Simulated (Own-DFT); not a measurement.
# Stretching a layer in its plane: wurtzite AlN, 72 atoms (Al36N36)

No measurement is shown. These are fixed-geometry runs of a retired plane-wave code named Own-DFT, which no person has reviewed; spin and spin-orbit coupling are neglected.

Common settings: PBE; PseudoDojo norm-conserving scalar-relativistic files; cutoff 42 hartree; 3 x 3 x 2 k mesh centred on Gamma; Fermi-Dirac smearing of 0.1 eV.

Keep in mind: forces on such cells moved up to 12 meV/angstrom on a denser k mesh; stress not checked against mesh or cutoff.

Unstrained cell vectors in Å: (9.336, 0.000, 0.000); (-4.668, 8.085, 0.000); (0.000, 0.000, 9.964). The unstrained cell has measured lattice constants (interpolated for alloys), not those of this functional. That, the random moves and any unrelaxed bonds set the pressure at no strain. Each run strains x and y alike by e, as a substrate would, and holds the height along z. Random moves of width 0.05 Å per axis were added to every atom. Stress is positive in tension.

| e (%) | u (Å) | (s_xx + s_yy)/2 (GPa) | s_zz (GPa) |
|---|---|---|---|
| -3.00 | 0.051 | -26.40 | -9.56 |
| -2.75 | 0.047 | -23.29 | -10.53 |
| -2.50 | 0.048 | ? | ? |
| -2.25 | 0.049 | -20.90 | -8.80 |
| 0.75 | 0.049 | -1.69 | -3.16 |
| 1.25 | 0.053 | 0.71 | -4.24 |
| 1.50 | 0.047 | 3.52 | -6.01 |
| 2.00 | 0.053 | 4.27 | -2.21 |
| 2.25 | 0.050 | 5.74 | -1.87 |
| 3.00 | 0.055 | 9.40 | -2.12 |

## Analysis

With e as a fraction, the in-plane stress is -5.8 + 587 e - 2823 e² GPa (errors 11 and 837, scatter 0.69), and s_zz is -5.8 + 140 e GPa (slope ± 19, scatter 1.22). At e = 0 the first slope is C11 + C12 and the second 2 C13, both with the ions held to the strained lattice and at the cell's own pressure. The term in e² is negative: the layer stiffens under compression and softens under tension. A free layer would change its height as e changes, and the in-plane slope would drop by 2 C13²/C33 to the biaxial modulus. At fixed height, a misfit of 1 % moves the in-plane stress by about 5.9 GPa and s_zz by 1.4 GPa.

## Prediction

The question: what are the two stresses at e = -2.50 %?

The fit gives -22.3 and -9.3 GPa. DFT gave -21.80 and -9.82 GPa.
